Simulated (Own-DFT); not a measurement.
# Computed records: Si₃N₄ (beta silicon nitride, strained, atoms displaced)

A calculation, not a measurement: plane-wave PBE density functional theory by an unreviewed code, no spin, of a simulated periodic cell, stress positive in tension, free energy of the whole cell less one offset for each atom, forces on such cells moved up to 12 meV/angstrom on a denser k mesh; offsets are fitted by least squares, one for each functional and potential file, so energies compare only between cells with the same atoms and settings and are not formation energies; the far tail of each file's local potential was reset to the Coulomb form; each entry is a single point on an unrelaxed cell, so the pressure reflects the starting lattice, mostly measured values (interpolated for alloys), from which strain is counted, and rises with the displacements; printed positions are rounded, which can move forces by about a meV/angstrom; the program, named Own-DFT, is a retired in-house code; no spin-orbit coupling; before rounding, a Quantum ESPRESSO 7.3.1 run of the same cell and cutoff gave forces within 1 meV/angstrom rms on each cell, which checks the program and not the settings. Program: Own-DFT development build.

Settings shared by all entries: functional PBE; potential files PseudoDojo norm-conserving, scalar-relativistic, standard set; wave cutoff 42 hartree; occupations Fermi-Dirac; smearing width 0.1 eV; k mesh 2 x 2 x 4 centred on Gamma.

(1) Si₃N₄ (beta silicon nitride, strained, atoms displaced)

```
CELL_PARAMETERS angstrom
15.12140 0.04910 -0.00840
-7.51810 12.97090 0.09620
-0.00320 0.04060 5.83210
ATOMIC_POSITIONS crystal
Si 0.09173 0.38689 0.12960
Si 0.11082 0.19773 0.13940
Si 0.29390 0.40748 0.11395
Si 0.42058 0.12310 0.37974
Si 0.38579 0.29409 0.37641
Si 0.19782 0.08092 0.37362
N 0.16619 0.01573 0.13178
N 0.48524 0.14962 0.12527
N 0.34745 0.32648 0.13585
N 0.33083 0.47796 0.36685
N 0.01748 0.35573 0.36704
N 0.14668 0.15986 0.36736
N 0.16517 0.32636 0.13559
N 0.33297 0.17089 0.37209
Si 0.08968 0.38344 0.61502
Si 0.11774 0.20671 0.62610
Si 0.30019 0.41410 0.62686
Si 0.41265 0.11512 0.87337
Si 0.38761 0.29426 0.86352
Si 0.20249 0.08302 0.87134
N 0.17014 0.01860 0.61263
N 0.48383 0.15157 0.62295
N 0.34870 0.33660 0.62208
N 0.33127 0.48604 0.85882
N 0.01292 0.34510 0.87181
N 0.15278 0.16624 0.87841
N 0.16782 0.33757 0.62426
N 0.33136 0.16780 0.86565
Si 0.08120 0.88231 0.12093
Si 0.11546 0.69934 0.10583
Si 0.29699 0.91629 0.11868
Si 0.40852 0.61904 0.37931
Si 0.37990 0.79658 0.38178
Si 0.19659 0.58127 0.37203
N 0.16170 0.51532 0.12902
N 0.48296 0.65117 0.12287
N 0.35072 0.83381 0.13020
N 0.33389 0.98488 0.38116
N 0.01212 0.84563 0.37241
N 0.15117 0.66376 0.35384
N 0.17336 0.83236 0.12980
N 0.32806 0.66422 0.38749
Si 0.09086 0.88872 0.63032
Si 0.11640 0.70404 0.61958
Si 0.29803 0.91224 0.62212
Si 0.41353 0.61416 0.88143
Si 0.38570 0.80325 0.87993
Si 0.19768 0.58679 0.88476
N 0.16591 0.51302 0.63213
N 0.47809 0.64111 0.61011
N 0.34811 0.82877 0.62823
N 0.33329 0.98413 0.87204
N 0.00926 0.84316 0.86310
N 0.15436 0.66785 0.88230
N 0.16731 0.83588 0.62586
N 0.32940 0.67123 0.87912
Si 0.58523 0.37851 0.12479
Si 0.60967 0.19315 0.12548
Si 0.79906 0.41567 0.12324
Si 0.90880 0.11407 0.38543
Si 0.88049 0.28963 0.36322
Si 0.69824 0.08070 0.37036
N 0.66720 0.01834 0.12813
N 0.98577 0.14645 0.13414
N 0.84865 0.32496 0.11681
N 0.83207 0.48464 0.38847
N 0.52109 0.35434 0.38099
N 0.65257 0.16753 0.37821
N 0.66613 0.33480 0.13019
N 0.83376 0.17427 0.38066
Si 0.58857 0.38081 0.62269
Si 0.61924 0.20537 0.62134
Si 0.78880 0.40717 0.62951
Si 0.91356 0.11879 0.85737
Si 0.88976 0.30169 0.86863
Si 0.69942 0.08958 0.88338
N 0.66668 0.01525 0.61498
N 0.97905 0.14976 0.63286
N 0.84807 0.32967 0.63526
N 0.84030 0.48573 0.88406
N 0.51895 0.34577 0.86019
N 0.65317 0.16888 0.88149
N 0.66861 0.33186 0.61499
N 0.83362 0.16680 0.88513
Si 0.59069 0.88627 0.11889
Si 0.61829 0.70763 0.11905
Si 0.79917 0.91435 0.13802
Si 0.91248 0.61624 0.35760
Si 0.89062 0.80361 0.37763
Si 0.70309 0.58835 0.39233
N 0.66176 0.51347 0.14994
N 0.98642 0.64941 0.13539
N 0.84838 0.83781 0.14155
N 0.83474 0.98518 0.37903
N 0.51211 0.84805 0.37263
N 0.64982 0.66393 0.39344
N 0.67572 0.83626 0.11384
N 0.83227 0.66845 0.37681
Si 0.59332 0.88372 0.63328
Si 0.61324 0.70273 0.62793
Si 0.80142 0.91780 0.62136
Si 0.91538 0.61474 0.89840
Si 0.88528 0.79569 0.88474
Si 0.69857 0.58548 0.87698
N 0.65988 0.51032 0.62025
N 0.98329 0.65338 0.62681
N 0.85558 0.83003 0.61771
N 0.83084 0.98016 0.88491
N 0.52024 0.85133 0.88247
N 0.64810 0.66423 0.88031
N 0.67365 0.84008 0.62841
N 0.83241 0.66338 0.87769
```

| Property | Result |
| --- | --- |
| free energy of cell above offsets | -7.108 eV |
| pressure | 12.63 GPa |
| stress xx | -11.83 GPa |
| stress yy | -15.7 GPa |
| stress zz | -10.36 GPa |
| stress yz | 3.15 GPa |
| stress xz | 0.26 GPa |
| stress xy | 1.11 GPa |

Force:
| element | x (eV/Å) | y (eV/Å) | z (eV/Å) |
| --- | --- | --- | --- |
| Si | -0.828 | -2.813 | -1.945 |
| Si | 0.893 | 0.214 | -3.311 |
| Si | 1.188 | 0.314 | 1.298 |
| Si | -3.659 | -2.315 | -1.085 |
| Si | -0.597 | 3.708 | 0.758 |
| Si | 1.205 | 4.698 | -1.707 |
| N | -0.112 | -2.259 | -2.622 |
| N | -1.225 | -0.831 | -0.763 |
| N | -0.177 | 1.552 | -3.655 |
| N | -0.185 | 2.397 | -0.616 |
| N | -0.736 | -1.036 | 1.148 |
| N | 0.063 | -0.141 | 3.755 |
| N | -1.015 | 2.104 | -0.711 |
| N | 1.778 | -4.674 | 0.176 |
| Si | -3.103 | 0.134 | 1.456 |
| Si | 0.434 | -1.209 | 0.163 |
| Si | -1.409 | 0.066 | -2.556 |
| Si | -1.011 | 0.699 | -0.076 |
| Si | -2.183 | 2.364 | 1.647 |
| Si | -0.976 | 2.283 | 0.495 |
| N | -0.38 | -2.608 | 3.984 |
| N | 2.427 | 0.801 | 1.67 |
| N | 2.589 | -1.553 | 0.58 |
| N | 0.31 | -0.793 | 3.123 |
| N | 3.499 | 1.992 | 0.188 |
| N | -0.815 | -0.546 | -0.515 |
| N | 1.941 | -2.037 | 0.158 |
| N | 2.175 | -2.746 | 0.205 |
| Si | 2.662 | -0.579 | 0.321 |
| Si | -0.538 | 2.344 | 4.132 |
| Si | 1.712 | -0.899 | 2.516 |
| Si | 0.358 | -2.711 | -2.565 |
| Si | 2.069 | -1.145 | -1.225 |
| Si | 1.275 | 1.414 | 2.253 |
| N | 0.46 | -0.512 | -0.97 |
| N | 1.286 | 0.637 | 0.844 |
| N | -1.472 | 1.97 | -0.502 |
| N | 0.505 | 1.742 | -1.715 |
| N | 3.713 | 2.354 | 0.3 |
| N | -1.397 | 0.565 | 2.671 |
| N | -4.462 | -0.512 | -0.714 |
| N | -0.762 | 0.296 | -0.509 |
| Si | -0.863 | -2.133 | -1.993 |
| Si | -0.518 | -1.1 | -0.986 |
| Si | 0.032 | -0.464 | 0.24 |
| Si | -2.61 | 1.393 | -1.872 |
| Si | 1.769 | -2.053 | 0.872 |
| Si | 3.539 | -0.309 | -2.136 |
| N | -0.84 | 1.236 | -0.023 |
| N | 2.207 | 1.99 | 3.745 |
| N | -2.244 | 2.438 | 0.429 |
| N | 0.372 | 0.841 | -0.756 |
| N | 3.153 | 2.488 | 2.042 |
| N | -1.597 | 0.152 | -4.255 |
| N | 0.652 | -0.323 | 0.176 |
| N | 2.279 | -1.509 | 0.327 |
| Si | -0.69 | 2.546 | 0.097 |
| Si | 1.415 | 4.221 | 0.803 |
| Si | 0.461 | -2.633 | 2.543 |
| Si | 0.151 | 2.33 | -2.282 |
| Si | -0.348 | 8.751 | 1.731 |
| Si | 0.835 | 4 | 1.454 |
| N | -0.314 | -1.786 | -1.144 |
| N | -2.871 | -1.206 | -0.739 |
| N | -3.089 | 2.922 | 0.724 |
| N | 0.548 | -0.311 | -2.058 |
| N | -2.241 | -2.501 | -1.055 |
| N | -0.205 | -1.204 | -0.644 |
| N | 2.201 | -2.359 | -0.632 |
| N | 1.669 | -10.62 | 0.313 |
| Si | 0.109 | 0.969 | -0.841 |
| Si | -0.155 | -1.689 | 0.801 |
| Si | 5.303 | 3.056 | 0.566 |
| Si | -2.217 | -2.273 | 7.551 |
| Si | -0.528 | -2.409 | 1.217 |
| Si | 3.841 | -0.01 | -2.509 |
| N | -0.416 | 0.039 | 3.039 |
| N | 4.269 | 1.725 | -4.422 |
| N | -2.011 | 1.345 | -3.507 |
| N | -0.493 | -0.889 | -1.626 |
| N | -1.394 | -0.713 | 2.789 |
| N | -1.774 | -0.195 | -1.435 |
| N | -2.639 | -0.968 | 0.566 |
| N | -0.937 | -0.685 | -0.569 |
| Si | 0.15 | -1.25 | 2.65 |
| Si | 0.016 | -2.267 | 2.75 |
| Si | 0.378 | 1.172 | -1.678 |
| Si | -2.141 | -0.385 | 6.341 |
| Si | -1.755 | -3.709 | -0.768 |
| Si | 0.559 | 0.088 | -2.33 |
| N | -0.13 | 0.125 | -3.25 |
| N | 1.462 | 0.865 | -2.277 |
| N | 2.888 | -1.213 | -2.12 |
| N | -0.311 | 0.845 | -0.284 |
| N | 1.857 | 0.779 | 0.773 |
| N | -1.536 | 1.346 | -2.265 |
| N | -3.96 | -0.245 | 0.792 |
| N | 1.193 | 0.091 | -0.547 |
| Si | -3.192 | 0.115 | -1.831 |
| Si | -0.156 | 0.038 | -0.414 |
| Si | 1.931 | -2.361 | 3.131 |
| Si | -1.388 | 0.607 | -4.862 |
| Si | -3.367 | -1.154 | -0.776 |
| Si | 1.622 | -1.495 | 1.429 |
| N | 0.542 | 1.1 | 3.407 |
| N | 1.23 | -0.219 | 0.208 |
| N | -3.65 | 2.878 | 3.543 |
| N | 0.755 | 2.481 | -1.977 |
| N | -1.372 | -0.244 | -1.716 |
| N | -0.625 | 0.349 | -0.891 |
| N | 0.22 | -3.235 | -0.328 |
| N | -0.53 | 0.077 | 0.672 |

(2) Si₃N₄ (beta silicon nitride, strained, atoms displaced)

```
CELL_PARAMETERS angstrom
15.49080 0.06040 0.10250
-7.69310 13.19440 0.06140
0.03920 0.04970 5.83510
ATOMIC_POSITIONS crystal
Si 0.08811 0.38916 0.12659
Si 0.11320 0.19650 0.13083
Si 0.30089 0.41296 0.11076
Si 0.40877 0.11075 0.39391
Si 0.39150 0.30642 0.38196
Si 0.20014 0.08237 0.39307
N 0.16789 0.01433 0.13059
N 0.48340 0.14779 0.12400
N 0.35407 0.33694 0.11637
N 0.32776 0.47770 0.37810
N 0.01348 0.35037 0.36161
N 0.14917 0.16452 0.37842
N 0.16978 0.33445 0.13219
N 0.33778 0.17016 0.38206
Si 0.08987 0.38701 0.61667
Si 0.11832 0.19993 0.62897
Si 0.29608 0.41162 0.63087
Si 0.41555 0.12028 0.87305
Si 0.38066 0.29703 0.88028
Si 0.20517 0.08329 0.87410
N 0.16401 0.01577 0.62236
N 0.48394 0.15267 0.62973
N 0.35939 0.34609 0.63526
N 0.32827 0.48246 0.88770
N 0.02584 0.35589 0.88797
N 0.15218 0.16742 0.88809
N 0.16671 0.33225 0.62445
N 0.33336 0.16581 0.87902
Si 0.08875 0.88494 0.12866
Si 0.11253 0.70335 0.12215
Si 0.30233 0.91391 0.13683
Si 0.41291 0.61042 0.36640
Si 0.37788 0.79529 0.36454
Si 0.20061 0.58465 0.37045
N 0.16941 0.52069 0.11864
N 0.49272 0.65546 0.13584
N 0.34911 0.82578 0.12300
N 0.33127 0.97714 0.38777
N 0.01935 0.84624 0.37351
N 0.14891 0.66717 0.37744
N 0.16254 0.83365 0.13699
N 0.33423 0.67107 0.37243
Si 0.07885 0.88308 0.61584
Si 0.11241 0.70194 0.63460
Si 0.29632 0.91427 0.61906
Si 0.40894 0.61743 0.87169
Si 0.38836 0.80694 0.87139
Si 0.20066 0.58896 0.88521
N 0.16729 0.51917 0.62825
N 0.48303 0.64901 0.63196
N 0.35419 0.83047 0.63454
N 0.32775 0.98370 0.87776
N 0.01497 0.84740 0.87576
N 0.15597 0.66829 0.87232
N 0.17369 0.83998 0.62969
N 0.33459 0.66424 0.85773
Si 0.58763 0.38507 0.12024
Si 0.61223 0.20241 0.12831
Si 0.79016 0.40961 0.11953
Si 0.91189 0.11140 0.36827
Si 0.87958 0.29701 0.38459
Si 0.70200 0.08322 0.37174
N 0.66826 0.01692 0.12734
N 0.98096 0.14575 0.12560
N 0.84949 0.33025 0.12522
N 0.83727 0.48919 0.37256
N 0.51810 0.34481 0.37215
N 0.65088 0.17307 0.37428
N 0.66646 0.33175 0.12561
N 0.83905 0.17002 0.37025
Si 0.58197 0.38844 0.62386
Si 0.61580 0.20410 0.61674
Si 0.80347 0.41392 0.63492
Si 0.92029 0.11995 0.87916
Si 0.88062 0.29505 0.86756
Si 0.70079 0.08749 0.88836
N 0.66873 0.01615 0.61241
N 0.99302 0.15499 0.62552
N 0.85809 0.34051 0.62634
N 0.83155 0.48077 0.87016
N 0.51827 0.35017 0.87642
N 0.64856 0.16661 0.88559
N 0.66496 0.32885 0.63426
N 0.83327 0.16773 0.87023
Si 0.58569 0.88781 0.12652
Si 0.61747 0.70511 0.12381
Si 0.79663 0.91738 0.14002
Si 0.91987 0.62062 0.38193
Si 0.89282 0.80064 0.37633
Si 0.70061 0.58677 0.35913
N 0.67466 0.52261 0.14143
N 0.97691 0.64640 0.12820
N 0.84980 0.83341 0.11855
N 0.83456 0.98820 0.37063
N 0.51748 0.85320 0.36671
N 0.65308 0.66735 0.36638
N 0.66717 0.83258 0.14192
N 0.83549 0.66992 0.36922
Si 0.58330 0.88227 0.60954
Si 0.61444 0.70686 0.62123
Si 0.79496 0.91575 0.63037
Si 0.91087 0.61432 0.87065
Si 0.88776 0.80106 0.87603
Si 0.70478 0.59330 0.87749
N 0.65718 0.51319 0.62808
N 0.98446 0.64396 0.63919
N 0.85274 0.83305 0.62817
N 0.83895 0.98377 0.87843
N 0.51131 0.84981 0.88575
N 0.64663 0.65970 0.88072
N 0.66873 0.83750 0.60800
N 0.84041 0.66837 0.86150
```

| Quantity | Value |
| --- | --- |
| free energy of cell above offsets | -8.126 eV |
| pressure | 2.46 GPa |
| stress xx | 3.47 GPa |
| stress yy | -1.4 GPa |
| stress zz | -9.45 GPa |
| stress yz | 3.24 GPa |
| stress xz | 2.14 GPa |
| stress xy | 1.07 GPa |

Force:
| element | x (eV/Å) | y (eV/Å) | z (eV/Å) |
| --- | --- | --- | --- |
| Si | 2.852 | -0.734 | 0.298 |
| Si | -1.49 | 3.308 | 0.421 |
| Si | -2.26 | -2.842 | 4.945 |
| Si | 0.225 | 1.866 | -2.426 |
| Si | -0.096 | -2.04 | -0.965 |
| Si | 0.843 | 4.506 | -5.297 |
| N | -0.468 | 0.155 | 0.513 |
| N | -0.591 | -0.685 | 1.292 |
| N | -0.242 | 0.596 | 3.148 |
| N | 1.043 | 2.332 | -1.325 |
| N | -0.193 | 0.437 | 2.93 |
| N | 1.645 | -1.509 | 0.218 |
| N | -0.563 | -1.004 | -0.23 |
| N | -1.642 | -1.048 | 0.355 |
| Si | -0.101 | -0.713 | 0.925 |
| Si | -0.996 | 2.088 | 0.559 |
| Si | -1.757 | 0.044 | 0.334 |
| Si | -0.638 | -1.48 | 1.96 |
| Si | 3.01 | -0.667 | -1.152 |
| Si | -0.772 | 1.555 | 1.366 |
| N | -0.389 | -2.66 | 3.283 |
| N | 1.14 | -0.459 | -1.071 |
| N | 0.588 | -0.967 | -0.996 |
| N | 0.691 | 3.188 | -4.193 |
| N | -3.549 | -1.797 | -3.784 |
| N | 1.945 | -1.789 | -1.97 |
| N | 0.748 | -0.09 | 0.125 |
| N | -0.565 | 0.485 | -0.325 |
| Si | 0.486 | 0.149 | -2.133 |
| Si | 0.04 | -0.451 | 0.8 |
| Si | -2.096 | -2.057 | -2.553 |
| Si | -1.648 | 1.045 | 1.765 |
| Si | 3.617 | -0.632 | 3.805 |
| Si | 0.529 | 2.597 | 1.15 |
| N | -0.354 | -2.053 | 2.665 |
| N | -2.528 | -1.693 | -1.959 |
| N | -4.209 | 3.643 | -0.591 |
| N | 0.795 | 4.384 | -3.808 |
| N | -1.941 | -0.205 | -0.391 |
| N | -0.11 | -0.397 | -0.473 |
| N | 2.8 | -0.176 | -0.426 |
| N | 1.038 | -3.289 | -0.472 |
| Si | 4.478 | 0.567 | 3.134 |
| Si | 1.737 | 1.545 | -1.291 |
| Si | 1.5 | -3.353 | 6.051 |
| Si | 1.817 | -0.771 | 1.632 |
| Si | 2.358 | -4.985 | 1.224 |
| Si | 2.927 | 1.078 | -3.763 |
| N | -0.271 | -0.984 | -0.382 |
| N | 0.996 | 0.276 | -1.699 |
| N | -4.132 | 3.097 | -4.425 |
| N | 1.249 | 0.94 | 0.151 |
| N | 0.455 | 0.957 | 0.309 |
| N | -2.672 | 1.095 | 1.119 |
| N | -3.621 | -2.963 | -0.084 |
| N | -2.865 | 1.997 | 1.063 |
| Si | 1.643 | 0.656 | 0.273 |
| Si | -0.263 | 0.309 | -0.432 |
| Si | 2.601 | 0.813 | 2.031 |
| Si | -0.369 | 3.854 | 2.485 |
| Si | 2.835 | -0.119 | -3.222 |
| Si | 0.375 | 4.36 | 0.189 |
| N | -0.208 | -1.311 | 0.051 |
| N | 2.625 | 0.848 | 0.165 |
| N | -2.158 | 1.371 | -0.251 |
| N | 0.176 | -1.797 | 0.626 |
| N | -1.482 | 0.699 | 0.112 |
| N | 2.735 | -2.857 | -0.555 |
| N | -1.962 | 0.583 | -0.024 |
| N | -1.493 | -2.062 | 0.423 |
| Si | 3.792 | -1.505 | 0.064 |
| Si | -0.562 | 0.036 | 2.614 |
| Si | -3.229 | -0.897 | -3.55 |
| Si | -2.275 | -0.776 | -2.162 |
| Si | 2.915 | 0.974 | 2.955 |
| Si | 0.745 | 1.831 | -3.56 |
| N | -0.75 | -1.335 | 3.29 |
| N | -2.102 | -1.874 | -0.535 |
| N | -0.99 | 0.206 | 0.523 |
| N | 0.133 | 1.995 | 1.603 |
| N | -2.378 | -0.899 | 0.778 |
| N | 0.841 | -1.203 | -1.863 |
| N | -0.221 | 3.098 | -0.331 |
| N | 0.735 | -1.483 | -0.015 |
| Si | 2.158 | -1.47 | -1.237 |
| Si | 0.838 | -0.249 | 0.392 |
| Si | 0.98 | -3.091 | -3.066 |
| Si | -3.391 | -1.956 | 0.387 |
| Si | -3.029 | -1.828 | -0.85 |
| Si | 1.381 | 4.148 | 7.272 |
| N | -0.502 | -5.341 | -6.822 |
| N | 3.446 | 1.638 | -2.197 |
| N | -0.316 | 1.373 | 2.323 |
| N | 0.085 | -1.534 | 2.399 |
| N | -2.695 | -0.912 | 1.042 |
| N | -0.971 | 0.286 | 1.506 |
| N | -0.952 | 2.228 | -1.207 |
| N | 0.743 | -0.482 | 0.475 |
| Si | 0.555 | 0.972 | 2.229 |
| Si | 1.291 | -1.93 | -0.149 |
| Si | 1.892 | -0.764 | 0.054 |
| Si | -0.354 | -1.314 | 2.497 |
| Si | 0.066 | -1.606 | 0.033 |
| Si | 2.436 | -1.468 | -1.078 |
| N | 0.532 | 2.82 | -0.319 |
| N | 0.978 | 1.062 | -1.924 |
| N | -1.588 | 1.943 | -1.185 |
| N | -0.654 | 1.241 | -0.022 |
| N | 2.561 | 1.705 | -1.675 |
| N | -1.912 | 2.201 | -1.371 |
| N | -0.873 | -0.748 | 1.162 |
| N | -3.208 | 0.121 | 0.295 |
